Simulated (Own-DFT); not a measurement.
# How strain changes the stress of wurtzite AlGaN with randomly placed atoms, 72 atoms (Al27Ga9N36)

All numbers below are calculated, not measured. They come from Own-DFT, an in-house plane-wave density functional program, since retired, whose code no person has reviewed. Each row is one single-point run on a periodic cell that was not relaxed, without spin or spin-orbit coupling.

Settings of every run: PBE; PseudoDojo norm-conserving scalar-relativistic files; cutoff 42 hartree; 4 x 4 x 3 k mesh centred on Gamma; Fermi-Dirac smearing of 0.1 eV.

Known limits: forces on such cells passed a denser k mesh, each cell not checked; stress not checked against mesh or cutoff.

Unstrained cell vectors in Å: (9.394, 0.000, 0.000); (-4.697, 8.135, 0.000); (0.000, 0.000, 10.066). The unstrained cell has measured lattice constants (interpolated for alloys), not those of this functional. That, the random moves and any unrelaxed bonds set the pressure at no strain. Each run strains this cell uniformly, with the atoms carried along. Every atom was also moved at random, by a Gaussian of width 0.05 Å on each axis. The random placing of the alloy's atoms differs from row to row. Strain is the symmetric tensor, in per cent. Stress is positive in tension, and the pressure is minus a third of its trace.

```
run,e_xx (%),e_yy (%),e_zz (%),s_xx (GPa),s_yy (GPa),s_zz (GPa),P (GPa),E (meV/atom)
1,2.50,2.50,0.00,6.75,5.98,-3.88,-2.95,11.7
2,0.50,0.50,0.00,-3.26,-4.56,-6.43,4.75,21.5
3,0.25,0.25,0.00,-2.68,-4.43,-7.64,4.91,0.0
4,3.00,3.00,0.00,7.91,8.40,-4.76,-3.85,37.6
5,-3.00,-3.00,0.00,-26.63,-27.39,-12.49,22.17,103.8
6,-1.50,-1.50,0.00,-17.38,-14.25,-8.39,13.34,34.8
7,-2.75,-2.75,0.00,-26.48,-23.14,-12.69,20.77,91.5
8,-0.50,-0.50,0.00,-8.49,-11.60,-7.02,9.04,33.9
9,2.00,2.00,0.00,?,?,?,?,?
```

E is the free energy for each atom above the lowest run shown.

## Worked fit

The change of volume is close to e_xx + e_yy + e_zz. A straight line through the runs shown gives P = 7.79 - 219 x (fractional change of volume) GPa, with an error of 12 on the slope and a scatter of 1.41 GPa. The strain isn't the same on all axes and the cell isn't cubic, so the slope belongs to this path and is not the bulk modulus.

## Withheld run

Question: what pressure should run 9 give? Its volume changes by 4.04 %.

The line gives -1.1 GPa. The calculation gave -0.55 GPa.
